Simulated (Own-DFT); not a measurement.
# A pressure from energies alone: monoclinic HfO2, 94 atoms (Hf32O62), with two O vacancies

Calculated, not measured. Each geometry was run twice at fixed positions with Own-DFT, a retired in-house plane-wave program that no person has reviewed: with PBE, and with HSE06 (exact exchange share 0.25 at short range, screening 0.11 per bohr, Gygi-Baldereschi treatment of its divergence). Both used PseudoDojo norm-conserving files made for PBE, a cutoff of 48 hartree, the Gamma point alone, fixed occupations, a neutral cell and no spin. One k point on a cell 10.1 Å thick isn't converged, and results move with the size of the cell. The hafnium file keeps the 4f electrons in the core, and its forces lie about 75 meV/Å off all-electron values. The oxygen file's force components were 24 meV/Å off all-electron values in a glass.

Unstrained cell vectors in Å: (10.234, 0.000, 0.000); (0.000, 10.350, 0.000); (-1.695, 0.000, 10.445), volume V0 = 1106.4 Å³, from measured lattice constants. Each geometry has its own random strain of a few per cent, its own defect sites and random moves of rms u per axis. HSE06 gave the energy alone. D is its energy less that of PBE, over the lowest D shown. The PBE stress wasn't checked against mesh or cutoff.

| run | V - V0 (Å³) | u (Å) | P with PBE (GPa) | D (eV) |
|---|---|---|---|---|
| 1 | 34.3 | 0.0333 | -3.48 | 2.029 |
| 2 | 4.8 | 0.0521 | 5.27 | 1.398 |
| 3 | -22.9 | 0.0503 | 10.30 | 0.748 |
| 4 | -19.2 | 0.0506 | 10.74 | 0.807 |
| 5 | -20.9 | 0.0307 | 8.52 | 0.598 |
| 6 | -38.0 | 0.0293 | 13.00 | 0.070 |
| 7 | 8.3 | 0.0324 | 1.96 | 1.346 |
| 8 | 7.7 | 0.0472 | 4.96 | 1.439 |
| 9 | -40.3 | 0.0300 | 13.22 | 0.082 |
| 10 | -44.2 | 0.0312 | 14.78 | 0.000 |
| 11 | -15.4 | 0.0277 | 7.38 | 0.734 |
| 12 | -8.7 | 0.0293 | 5.35 | 1.004 |
| 13 | 20.2 | 0.0313 | -0.13 | 1.585 |
| 14 | -8.1 | 0.0485 | 7.37 | ? |

## Worked fit

D = 1.03 + 0.0255 (V - V0) + 102 u² eV, with an error of 0.0006 on the volume slope, 19 on the last term and a scatter of 0.05 eV. Pressure is -dE/dV, and 1 eV/Å³ is 160.2 GPa, so HSE06 changes the pressure by -4.1 ± 0.1 GPa. With the ions held to the strained lattice, the PBE pressure falls by 251 ± 8 GPa per unit of volume strain; the shape of the strain isn't fitted, so the true error is larger, and a relaxed crystal would be softer. On that slope HSE06's volume at a given pressure is about 1.6 % smaller, or 0.5 % in lengths. At u = 0 and V0 the PBE pressure is 2.9 GPa, which puts the zero-pressure volume, against the measured cell and with the defects in, at +1.2 % for PBE and -0.5 % for HSE06, each good to a few tenths of a per cent.

## Withheld run

The question: what D should run 14 give?

Estimate: 1.06 eV, with rows scattering by 0.05. Computed: 0.917 eV.
